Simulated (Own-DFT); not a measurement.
# Point defects and the pressure they add: zincblende GaP

Calculated, not measured: single-point runs of Own-DFT, a retired in-house plane-wave DFT program that no person has reviewed, on unrelaxed cells, without spin or spin-orbit coupling.

Common settings: PBE; PseudoDojo norm-conserving scalar-relativistic files; cutoff 42 hartree; 3 x 3 x 3 k mesh centred on Gamma; Fermi-Dirac smearing of 0.1 eV.

Limits (not all hold for every row): not probed for a lower state with spin; forces on such cells failed a check on a denser k mesh; forces on such cells passed a denser k mesh, each cell not checked; stress not checked against mesh or cutoff.

All runs share one cell, with vectors in Å (10.901, 0.000, 0.000); (0.000, 10.901, 0.000); (0.000, 0.000, 10.901) and a volume of 1295.4 Å³. u is the rms random offset of the atoms per axis. The defect's site can differ from row to row.

| cell | formula | u (Å) | P (GPa) |
|---|---|---|---|
| no defect | Ga32P32 | 0.0204 | 2.73 |
| no defect | Ga32P32 | 0.0208 | 2.71 |
| no defect | Ga32P32 | 0.0466 | 3.28 |
| one As on a P site | AsGa32P31 | 0.0291 | 3.17 |
| one As on a P site | AsGa32P31 | 0.0325 | 3.24 |
| one As on a P site | AsGa32P31 | 0.0523 | 3.67 |
| two P on a Ga site each | Ga30P34 | 0.0485 | 3.34 |
| two P on a Ga site each | Ga30P34 | 0.0485 | 3.44 |
| two P on a Ga site each | Ga30P34 | 0.0531 | 3.39 |
| one Al on a Ga site | AlGa31P32 | 0.0295 | 2.83 |
| one Al on a Ga site | AlGa31P32 | 0.0321 | 2.87 |
| one Al on a Ga site | AlGa31P32 | 0.0456 | ? |
| one Al on a Ga site | AlGa31P32 | 0.0485 | 3.30 |
| one Ga on a P site and one P on a Ga site | Ga32P32 | 0.0276 | 2.97 |
| one Ga on a P site and one P on a Ga site | Ga32P32 | 0.0307 | 3.01 |
| one Ga on a P site and one P on a Ga site | Ga32P32 | 0.0462 | 3.24 |

## Working it out

P = P0 + c u² + a shift for each defect gives P0 = 2.63 GPa, c = 275 ± 22 GPa/Å² and a scatter of 0.06 GPa. The shifts, and each times the cell's volume:

- one As on a P site: 0.31 ± 0.05 GPa, 2.5 eV
- one Ga on a P site and one P on a Ga site: 0.09 ± 0.05 GPa, 0.7 eV (not resolved)
- two P on a Ga site each: 0.07 ± 0.06 GPa, 0.6 eV (0.3 eV for each of its 2 sites) (not resolved)
- one Al on a Ga site: -0.02 ± 0.05 GPa, -0.1 eV (not resolved)

A positive shift means that the defect pushes the cell outwards. Shift times volume (160.2 GPa Å³ is 1 eV) depends little on the cell's size, so, taken for each site, it can be compared between cells at like pressure. The atoms around the defects weren't relaxed, which would change these numbers.

## Prediction

The question: what pressure belongs in the blank (one Al on a Ga site, u = 0.0456 Å)?

The fitted form gives 3.18 ± 0.07 GPa. The hidden result is 3.26 GPa.
